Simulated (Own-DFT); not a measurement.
# One host, several defects: wurtzite GaN

Everything here is calculated. The program is Own-DFT (plane waves, in-house, since retired, never reviewed by a person); positions were held fixed, and spin and spin-orbit coupling were off.

Method: PBE; PseudoDojo norm-conserving scalar-relativistic files; cutoff 42 hartree; 4 x 4 x 3 k mesh centred on Gamma; Fermi-Dirac smearing of 0.1 eV.

Caveats (not all hold for every row): some atoms lie very close together; not probed for a lower state with spin; forces not confirmed at this smearing and k mesh; stress not checked against mesh or cutoff.

All runs share one cell, with vectors in Å (9.567, 0.000, 0.000); (-4.784, 8.285, 0.000); (0.000, 0.000, 10.370) and a volume of 822.0 Å³. Atoms were moved at random from their sites; u is the rms move along one axis. The defect's site can differ from row to row.

```
               cell  formula   u (Å)  P (GPa)
          no defect  Ga36N36  0.0193     5.88
          no defect  Ga36N36  0.0215     5.94
          no defect  Ga36N36  0.0474     7.36
one Ga on an N site  Ga37N35  0.0306    12.19
one Ga on an N site  Ga37N35  0.0309        ?
one Ga on an N site  Ga37N35  0.0445    13.21
one Ga on an N site  Ga37N35  0.0473    12.85
 one N on a Ga site  Ga35N37  0.0291     5.39
 one N on a Ga site  Ga35N37  0.0307     5.44
 one N on a Ga site  Ga35N37  0.0432     6.49
```

## Fit

P = P0 + c u² + a shift for each defect gives P0 = 5.56 GPa, c = 806 ± 108 GPa/Å² and a scatter of 0.21 GPa. The shifts, and each times the cell's volume:

- one Ga on an N site: 5.80 ± 0.19 GPa, 29.8 eV
- one N on a Ga site: -0.78 ± 0.17 GPa, -4.0 eV

Positive is outwards. The product with the volume (160.2 GPa Å³ to the eV) is nearly free of the cell's size; divided by the bulk modulus at the cell's pressure it gives the volume that the defect adds. The atoms around the defects weren't relaxed, which would change these numbers.

## Prediction

The question: what pressure belongs in the blank (one Ga on an N site, u = 0.0309 Å)?

The fitted form gives 12.13 ± 0.26 GPa. The hidden result is 12.34 GPa.
